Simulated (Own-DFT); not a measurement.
Simulation results for GaP (zincblende, strongly disordered by large displacements), InAs (zincblende, strongly disordered by large displacements)

A calculation, not a measurement: plane-wave PBE density functional theory by an unreviewed code, no spin, of a simulated periodic cell, stress positive in tension, free energy of the whole cell less one offset for each atom, forces on such cells passed a denser k mesh, this cell's mesh not checked; broken bonds can close the gap or carry spin, so checks made on this kind of crystal may not hold here; offsets are fitted by least squares, one for each functional and potential file, so energies compare only between cells with the same atoms and settings and are not formation energies; the far tail of each file's local potential was reset to the Coulomb form; each entry is a single point on an unrelaxed cell, so the pressure reflects the starting lattice, mostly measured values (interpolated for alloys), from which strain is counted, and rises with the displacements; printed positions are rounded, which can move forces by about a meV/angstrom; the program, named Own-DFT, is a retired in-house code; no spin-orbit coupling. Program: Own-DFT development build.

Common to all runs: functional PBE; potential files PseudoDojo norm-conserving, scalar-relativistic, standard set; wave cutoff 42 hartree; occupations Fermi-Dirac; smearing width 0.1 eV; k mesh 3 x 3 x 3 centred on Gamma.

```yaml
- entry: 1
  formula: GaP
  kind: "zincblende, strongly disordered by large displacements"
  structure:
    cell_angstrom: [[10.901, 0.0, 0.0], [0.0, 10.901, 0.0], [0.0, 0.0, 10.901]]
    atoms_fractional:
      - [Ga, 0.04957, 0.03492, 0.99832]
      - [Ga, 0.98604, 0.27994, 0.29021]
      - [Ga, 0.26945, 0.96291, 0.26746]
      - [Ga, 0.28351, 0.25195, 0.01416]
      - [P, 0.1152, 0.09034, 0.15159]
      - [P, 0.09522, 0.36662, 0.41855]
      - [P, 0.35365, 0.15528, 0.42887]
      - [P, 0.36175, 0.36651, 0.12577]
      - [Ga, 0.02139, 0.98628, 0.53574]
      - [Ga, 0.97232, 0.20168, 0.70368]
      - [Ga, 0.26216, 0.94857, 0.777]
      - [Ga, 0.2105, 0.2855, 0.52248]
      - [P, 0.14825, 0.09432, 0.67135]
      - [P, 0.10997, 0.35894, 0.92929]
      - [P, 0.37652, 0.14424, 0.91112]
      - [P, 0.36105, 0.44746, 0.6022]
      - [Ga, 0.98208, 0.51018, 0.98744]
      - [Ga, 0.98829, 0.76416, 0.27498]
      - [Ga, 0.23062, 0.5177, 0.23599]
      - [Ga, 0.21463, 0.75343, 0.96103]
      - [P, 0.10684, 0.61009, 0.15225]
      - [P, 0.13142, 0.8634, 0.41559]
      - [P, 0.3546, 0.59458, 0.35699]
      - [P, 0.34172, 0.8295, 0.08912]
      - [Ga, 0.99011, 0.46135, 0.5227]
      - [Ga, 0.02043, 0.72275, 0.75896]
      - [Ga, 0.24974, 0.4066, 0.72916]
      - [Ga, 0.23386, 0.74805, 0.52733]
      - [P, 0.1421, 0.58929, 0.64219]
      - [P, 0.1301, 0.92589, 0.89064]
      - [P, 0.37333, 0.61705, 0.86185]
      - [P, 0.35917, 0.84439, 0.62506]
      - [Ga, 0.45954, 0.01604, 0.0302]
      - [Ga, 0.49995, 0.20438, 0.21093]
      - [Ga, 0.80505, 0.95766, 0.19606]
      - [Ga, 0.75184, 0.22847, 0.02943]
      - [P, 0.6343, 0.10864, 0.10139]
      - [P, 0.56569, 0.37052, 0.3895]
      - [P, 0.8465, 0.12222, 0.36846]
      - [P, 0.8941, 0.35553, 0.15829]
      - [Ga, 0.4747, 0.95877, 0.51505]
      - [Ga, 0.55453, 0.28491, 0.76221]
      - [Ga, 0.72175, 0.01916, 0.74434]
      - [Ga, 0.74245, 0.23597, 0.48663]
      - [P, 0.653, 0.13256, 0.6067]
      - [P, 0.6798, 0.37416, 0.84714]
      - [P, 0.90248, 0.12537, 0.87718]
      - [P, 0.91119, 0.37757, 0.65428]
      - [Ga, 0.52423, 0.55658, 0.98885]
      - [Ga, 0.52747, 0.7659, 0.26106]
      - [Ga, 0.78399, 0.50312, 0.20455]
      - [Ga, 0.75239, 0.72727, 0.02279]
      - [P, 0.62321, 0.59507, 0.12881]
      - [P, 0.58907, 0.90006, 0.3953]
      - [P, 0.8827, 0.67243, 0.45101]
      - [P, 0.95237, 0.84497, 0.12317]
      - [Ga, 0.51945, 0.47689, 0.53638]
      - [Ga, 0.52872, 0.70976, 0.78137]
      - [Ga, 0.74316, 0.51919, 0.77081]
      - [Ga, 0.72438, 0.7418, 0.47607]
      - [P, 0.6636, 0.63092, 0.595]
      - [P, 0.67672, 0.85107, 0.90759]
      - [P, 0.84612, 0.62191, 0.8694]
      - [P, 0.83463, 0.88109, 0.61988]
  settings:
    hardware: "one NVIDIA H100"
  results:
    "free_energy_of_cell_above_offsets [eV]": "36.159"
    "pressure [GPa]": 17.93
    "stress_xx [GPa]": -18.61
    "stress_yy [GPa]": -14.35
    "stress_zz [GPa]": -20.83
    "stress_yz [GPa]": 0.9
    "stress_xz [GPa]": 1.35
    "stress_xy [GPa]": 0.7
    force_element: [Ga, Ga, Ga, Ga, P, P, P, P, Ga, Ga, Ga, Ga, P, P, P, P, Ga, Ga, Ga, Ga, P, P, P, P, Ga, Ga, Ga, Ga, P, P, P, P, Ga, Ga, Ga, Ga, P, P, P, P, Ga, Ga, Ga, Ga, P, P, P, P, Ga, Ga, Ga, Ga, P, P, P, P, Ga, Ga, Ga, Ga, P, P, P, P]
    "force_x [eV/angstrom]": [-6.547, 1.732, -0.664, -7.967, 3.216, 1.872, 1.614, 3.747, -2.024, 1.209, 6.121, 5.865, -0.033, 1.132, 3.474, -2.317, 0.59, 2.397, 3.896, -0.902, -5.864, -1.388, 2.875, 3.879, -1.093, -1.228, -5.989, -0.799, -0.542, -2.352, -2.104, 3.408, 0.573, -2.385, -2.046, 4.636, -1.125, 2.879, 2.968, -2.651, -4.383, -6.151, 2.557, 0.893, -6.063, 1.399, -2.836, -5.849, -4.696, -2.569, -0.938, 2.524, 3.093, 6.557, 8.273, -2.306, 6.475, 1.905, -0.954, -4.206, -5.022, -4.114, 6.492, 1.859]
    "force_y [eV/angstrom]": [3.363, -6.444, 0.754, 0.576, 3.876, 1.559, -1.903, 4.398, 0.457, -1.01, 2.207, -4.829, 1.821, -0.889, -3.496, -0.391, -0.158, -4.519, -5.812, -3.015, 4.459, 1.292, 2.913, 2.262, 9.159, 0.839, -1.097, -5.495, 0.4, -7.743, -1.029, 0.836, -3.329, 2.608, 2.451, 3.851, -4.819, -3.222, -1.919, 1.052, 5.338, -4.974, -2.436, 5.267, -1.463, -2.568, -0.131, -1.641, -3.149, -2.236, 1.607, -1.526, 2.84, -1.797, -4.244, 2.453, 3.633, 2.121, 1.368, 9.552, -6.577, 4.152, 4.63, -0.233]
    "force_z [eV/angstrom]": [-0.43, 2.606, -0.128, 0.687, 7.349, -8.489, -1.557, 4.442, 0.033, 0.827, -4.463, 4.421, -1.797, -2.129, -8.009, -2.408, 1.19, 7.686, 1.733, -0.091, -4.621, -3.779, 3.206, 3.983, -1.12, -0.108, 8.206, -1.45, 0.023, -2.156, 0.681, 4.625, 0.562, 2.949, 1.372, -3.217, 2.113, -3.711, -1.664, -7.438, 3.943, -4.295, 3.37, -2.512, 3.074, 8.398, 1.301, 5.114, -5.547, -1.765, 2.723, 2.991, 6.523, -5.338, -3.405, -7.795, -1.008, -1.598, -8.497, -4.38, 8.228, -4.008, 4.221, 0.334]
    "wall_time [s]": 628.2
- entry: 2
  formula: GaP
  kind: "zincblende, strongly disordered by large displacements"
  structure:
    cell_angstrom: [[10.901, 0.0, 0.0], [0.0, 10.901, 0.0], [0.0, 0.0, 10.901]]
    atoms_fractional:
      - [Ga, 0.97624, 0.02288, 0.04472]
      - [Ga, 0.01555, 0.26411, 0.23876]
      - [Ga, 0.21885, 0.98344, 0.24911]
      - [Ga, 0.21818, 0.2688, 0.0221]
      - [P, 0.13677, 0.12224, 0.0768]
      - [P, 0.1154, 0.35343, 0.35984]
      - [P, 0.38938, 0.11771, 0.34806]
      - [P, 0.39518, 0.34717, 0.0831]
      - [Ga, 0.02001, 0.97814, 0.49542]
      - [Ga, 0.95492, 0.23335, 0.7452]
      - [Ga, 0.22481, 0.01459, 0.75415]
      - [Ga, 0.29596, 0.26306, 0.52731]
      - [P, 0.12823, 0.14855, 0.63328]
      - [P, 0.17442, 0.37613, 0.85477]
      - [P, 0.38824, 0.12037, 0.90334]
      - [P, 0.32902, 0.3885, 0.64679]
      - [Ga, 0.01588, 0.4686, 0.02184]
      - [Ga, 0.00899, 0.75001, 0.19539]
      - [Ga, 0.22947, 0.50914, 0.27871]
      - [Ga, 0.26313, 0.7497, 0.93016]
      - [P, 0.12992, 0.61107, 0.13063]
      - [P, 0.14096, 0.85538, 0.34682]
      - [P, 0.37383, 0.60358, 0.33454]
      - [P, 0.3919, 0.84624, 0.08709]
      - [Ga, 0.9718, 0.48927, 0.47114]
      - [Ga, 0.9913, 0.76636, 0.76062]
      - [Ga, 0.23814, 0.51289, 0.75712]
      - [Ga, 0.248, 0.73657, 0.51088]
      - [P, 0.13064, 0.62614, 0.5985]
      - [P, 0.15456, 0.93113, 0.90278]
      - [P, 0.34522, 0.61548, 0.8526]
      - [P, 0.35288, 0.89271, 0.65435]
      - [Ga, 0.4961, 0.00538, 0.98239]
      - [Ga, 0.49772, 0.25177, 0.19028]
      - [Ga, 0.7529, 0.95483, 0.26156]
      - [Ga, 0.72355, 0.24501, 0.95717]
      - [P, 0.66122, 0.08983, 0.08399]
      - [P, 0.59865, 0.36171, 0.34967]
      - [P, 0.87041, 0.07159, 0.33502]
      - [P, 0.89644, 0.35938, 0.09192]
      - [Ga, 0.49135, 0.92166, 0.45549]
      - [Ga, 0.47091, 0.19214, 0.70061]
      - [Ga, 0.7515, 0.94963, 0.73883]
      - [Ga, 0.74748, 0.20765, 0.48047]
      - [P, 0.60404, 0.08873, 0.61161]
      - [P, 0.64186, 0.42338, 0.85178]
      - [P, 0.85655, 0.08682, 0.89295]
      - [P, 0.80546, 0.27743, 0.66261]
      - [Ga, 0.546, 0.49936, 0.01201]
      - [Ga, 0.49954, 0.74219, 0.27736]
      - [Ga, 0.75677, 0.52279, 0.25077]
      - [Ga, 0.79784, 0.68902, 0.98917]
      - [P, 0.63346, 0.6637, 0.1151]
      - [P, 0.62701, 0.84534, 0.37564]
      - [P, 0.88018, 0.59356, 0.35499]
      - [P, 0.90083, 0.88528, 0.16212]
      - [Ga, 0.4803, 0.54356, 0.48793]
      - [Ga, 0.53031, 0.73641, 0.75592]
      - [Ga, 0.76831, 0.52594, 0.73566]
      - [Ga, 0.70804, 0.76828, 0.51201]
      - [P, 0.58347, 0.60615, 0.61655]
      - [P, 0.64419, 0.88834, 0.86465]
      - [P, 0.86419, 0.63898, 0.83122]
      - [P, 0.88948, 0.84365, 0.54612]
  settings:
    hardware: "one NVIDIA H100"
  results:
    "free_energy_of_cell_above_offsets [eV]": "29.286"
    "pressure [GPa]": 16.43
    "stress_xx [GPa]": -17.78
    "stress_yy [GPa]": -16.27
    "stress_zz [GPa]": -15.26
    "stress_yz [GPa]": 0.65
    "stress_xz [GPa]": -2.11
    "stress_xy [GPa]": -3.24
    force_element: [Ga, Ga, Ga, Ga, P, P, P, P, Ga, Ga, Ga, Ga, P, P, P, P, Ga, Ga, Ga, Ga, P, P, P, P, Ga, Ga, Ga, Ga, P, P, P, P, Ga, Ga, Ga, Ga, P, P, P, P, Ga, Ga, Ga, Ga, P, P, P, P, Ga, Ga, Ga, Ga, P, P, P, P, Ga, Ga, Ga, Ga, P, P, P, P]
    "force_x [eV/angstrom]": [-0.981, -3.417, 4.957, 3.432, -1.042, 3.669, -0.61, -3.167, 1.79, 7.346, 1.836, -2.49, -1.07, -5.643, -4.957, 5.593, 5.333, 3.436, -3.893, -3.008, 1.093, -2.943, 2.069, -0.339, 3.774, 2.852, -3.942, 3.396, -4.695, -3.64, 9.734, 2.313, 4.417, 4.73, -5.399, 0.869, -1.349, 1.577, 4.605, -6.615, -8.009, -2.263, 4.574, -1.099, 2.884, -1.23, 0.102, -5.76, -1.572, -1.548, -5.921, -2.652, 0.152, 3.509, 1.714, -3.27, -3.297, -2.355, -3.18, 2.953, 6.373, -4.484, 5.411, -0.654]
    "force_y [eV/angstrom]": [-0.269, -3.846, 5.57, 5.063, -4.605, 2.543, -0.711, 5.352, 2.916, -2.366, 2.824, -5.935, -0.453, -4.971, 5.577, 2.154, 4.037, -4.836, -3.372, 5.739, -0.132, -4.647, 2.449, 0.469, -3.024, 2.511, 3.073, 4.047, -3.706, -3.86, -0.823, -2.759, -5.324, -5.109, -0.768, 1.175, 0.423, 0.704, 5.995, -4.205, 6.908, 2.101, 3.544, -0.154, -2.144, -2.981, 1.003, 4.171, 0.433, -0.005, -4.338, 3.323, -1.149, 0.576, 7.282, 1.474, -5.522, 2.127, -5.246, -5.117, 2.24, -4.781, 0.745, -1.388]
    "force_z [eV/angstrom]": [-1.984, -4.418, -4.077, -2.738, 5.126, 5.611, 0.419, -3.324, -1.343, 3.552, -2.627, -6.38, -1.365, 3.325, -5.285, 0.912, -3.599, 3.344, -2.164, 4.579, -2.672, 4.419, 2.212, 1.669, 3.995, -2.234, -5.49, -2.43, 2.896, 3.291, 1.383, -2.486, 3.351, 5.648, -2.433, 0.03, 2.14, 0.637, 4.007, 2.735, 5.451, 2.943, -5.781, -2.035, -2.39, 0.444, -2.588, -2.667, 0.382, -4.898, -4.473, 5.802, 0.631, -7.46, 0.852, -3.271, -3.824, 1.772, -5.305, 5.712, 3.65, 5.357, -0.32, 3.784]
    "wall_time [s]": 605.6
- entry: 3
  formula: InAs
  kind: "zincblende, strongly disordered by large displacements"
  structure:
    cell_angstrom: [[12.1166, 0.0, 0.0], [0.0, 12.1166, 0.0], [0.0, 0.0, 12.1166]]
    atoms_fractional:
      - [In, 0.99834, 0.00953, 0.02299]
      - [In, 0.01085, 0.23142, 0.25977]
      - [In, 0.25997, 0.98431, 0.25857]
      - [In, 0.23892, 0.24386, 0.01103]
      - [As, 0.13698, 0.11122, 0.13288]
      - [As, 0.08329, 0.36717, 0.39533]
      - [As, 0.37313, 0.1447, 0.34679]
      - [As, 0.38301, 0.35599, 0.12438]
      - [In, 0.96371, 0.98117, 0.4875]
      - [In, 0.99554, 0.25209, 0.74778]
      - [In, 0.24561, 0.00187, 0.7621]
      - [In, 0.22653, 0.24996, 0.479]
      - [As, 0.14326, 0.12534, 0.64985]
      - [As, 0.15493, 0.37454, 0.87388]
      - [As, 0.38933, 0.14058, 0.88455]
      - [As, 0.38636, 0.3776, 0.62192]
      - [In, 0.99081, 0.50463, 0.00489]
      - [In, 0.00284, 0.74978, 0.22527]
      - [In, 0.25967, 0.48381, 0.23668]
      - [In, 0.2346, 0.72515, 0.99223]
      - [As, 0.11555, 0.63739, 0.11745]
      - [As, 0.15114, 0.88465, 0.37532]
      - [As, 0.37868, 0.61562, 0.36872]
      - [As, 0.37277, 0.86264, 0.13975]
      - [In, 0.98004, 0.48933, 0.47994]
      - [In, 0.01094, 0.76177, 0.74966]
      - [In, 0.2372, 0.52683, 0.77173]
      - [In, 0.24936, 0.74807, 0.46981]
      - [As, 0.12887, 0.63373, 0.61373]
      - [As, 0.14842, 0.88574, 0.87538]
      - [As, 0.38594, 0.64597, 0.87379]
      - [As, 0.38758, 0.90252, 0.62563]
      - [In, 0.50977, 0.9988, 0.9756]
      - [In, 0.47856, 0.25845, 0.24314]
      - [In, 0.75506, 0.01074, 0.244]
      - [In, 0.73979, 0.21627, 0.01292]
      - [As, 0.62208, 0.1191, 0.133]
      - [As, 0.64949, 0.37278, 0.36553]
      - [As, 0.85993, 0.14543, 0.41165]
      - [As, 0.8551, 0.36741, 0.10464]
      - [In, 0.4835, 0.03584, 0.49965]
      - [In, 0.49531, 0.24258, 0.74183]
      - [In, 0.74335, 0.99726, 0.72241]
      - [In, 0.7516, 0.26635, 0.50635]
      - [As, 0.60155, 0.15452, 0.62302]
      - [As, 0.61177, 0.41459, 0.89077]
      - [As, 0.88019, 0.13713, 0.88423]
      - [As, 0.89037, 0.38191, 0.60722]
      - [In, 0.53362, 0.5141, 0.02093]
      - [In, 0.47106, 0.76402, 0.26783]
      - [In, 0.7431, 0.51982, 0.25557]
      - [In, 0.74855, 0.75593, 0.96913]
      - [As, 0.62411, 0.64762, 0.11618]
      - [As, 0.60935, 0.89744, 0.37251]
      - [As, 0.85434, 0.61265, 0.38267]
      - [As, 0.86849, 0.87447, 0.14488]
      - [In, 0.49616, 0.49245, 0.48735]
      - [In, 0.49399, 0.75005, 0.74544]
      - [In, 0.74119, 0.49611, 0.74156]
      - [In, 0.72839, 0.73963, 0.50717]
      - [As, 0.62553, 0.60582, 0.61108]
      - [As, 0.62584, 0.90606, 0.8723]
      - [As, 0.89045, 0.60787, 0.89528]
      - [As, 0.88247, 0.8636, 0.60709]
  settings:
    hardware: "one NVIDIA H200"
  results: {}
```

Q: Estimate the pressure of InAs (zincblende, strongly disordered by large displacements) (entry 3).
A: 8.56 GPa

Q: Estimate the stress xx of InAs (zincblende, strongly disordered by large displacements) (entry 3).
A: -7.7 GPa

Q: Give the table of force values for InAs (zincblende, strongly disordered by large displacements) (entry 3).
A: 
Force:
| element | x (eV/Å) | y (eV/Å) | z (eV/Å) |
| --- | --- | --- | --- |
| In | -0.607 | -1.162 | -1.509 |
| In | -1.866 | 0.202 | -1.125 |
| In | 1.798 | 2.418 | -2.099 |
| In | 0.948 | 0.003 | -0.502 |
| As | 0.132 | 0.27 | 1.075 |
| As | 4.508 | -2.151 | -3.916 |
| As | -2.761 | -2.672 | 3.412 |
| As | -2.325 | 4.246 | -4.513 |
| In | 3.502 | 2.737 | -2.116 |
| In | 1.065 | 0.413 | 0.105 |
| In | 3.682 | 1.103 | -0.965 |
| In | 1.827 | -0.53 | 1.925 |
| As | -2.061 | 1.311 | -2.594 |
| As | -2.565 | -0.268 | 0.437 |
| As | -1.621 | -0.591 | 0.316 |
| As | -2.127 | 0.148 | -0.029 |
| In | 3.494 | -4.55 | 3.048 |
| In | -0.695 | 0.884 | 3.654 |
| In | -1.34 | 0.617 | 0.743 |
| In | 1.952 | 2.514 | -0.859 |
| As | 0.92 | -3.85 | 0.769 |
| As | -5.391 | -0.252 | 0.929 |
| As | -0.885 | -0.927 | -0.013 |
| As | -1.335 | 1.447 | -4.598 |
| In | -0.184 | 5.944 | 1.558 |
| In | 0.193 | -0.583 | 0.594 |
| In | 1.491 | 0.365 | -1.79 |
| In | 1.411 | -1.247 | 2.865 |
| As | -0.594 | -0.516 | -0.206 |
| As | -3.241 | -2.028 | 2.76 |
| As | -0.483 | -2.073 | 1.63 |
| As | -1.065 | -1.522 | 0.03 |
| In | -3.716 | 2.406 | 4.846 |
| In | 6.681 | -0.56 | 1.949 |
| In | -0.207 | 0.331 | 2.312 |
| In | 0.504 | 2.442 | -1.726 |
| As | -2.681 | -0.63 | 0.636 |
| As | -2.72 | 0.005 | -0.683 |
| As | 2.501 | -3.362 | -3.942 |
| As | 1.009 | 0.483 | 1.854 |
| In | 0.227 | -0.504 | -1.202 |
| In | -2.371 | 3.932 | 3.786 |
| In | 0.631 | 1.217 | -0.163 |
| In | -2.592 | 1.449 | 2.444 |
| As | 4.99 | -2.795 | -2.903 |
| As | 2.433 | -5.256 | -4.494 |
| As | -0.169 | -1.421 | -1.071 |
| As | -2.093 | -1.479 | 4.493 |
| In | -4.833 | 0.12 | 1.397 |
| In | 3.466 | -0.956 | 0.976 |
| In | -0.874 | -1.353 | -3.388 |
| In | 0.413 | 0.073 | 0.862 |
| As | 1.455 | 3.098 | 3.258 |
| As | 0.598 | -0.536 | 0.802 |
| As | 1.924 | 3.304 | 0.156 |
| As | -0.377 | 0.184 | -2.291 |
| In | 0.879 | -1.138 | -0.184 |
| In | 1.5 | 1.534 | -1.761 |
| In | 1.507 | -0.409 | 0.987 |
| In | 0.593 | 2.133 | -1.551 |
| As | -1.702 | 0.64 | 1.497 |
| As | 3.539 | -4.479 | -3.607 |
| As | -3.681 | 4.455 | -5.532 |
| As | -2.611 | -2.627 | 3.226 |

Further results for InAs (zincblende, strongly disordered by large displacements) (entry 3):

* free energy of cell above offsets: -4.189 eV
* stress yy: -9.04 GPa
* stress zz: -8.95 GPa
* stress yz: 2.19 GPa
* stress xz: 1.84 GPa
* stress xy: 1.3 GPa
* wall time: 1176 s
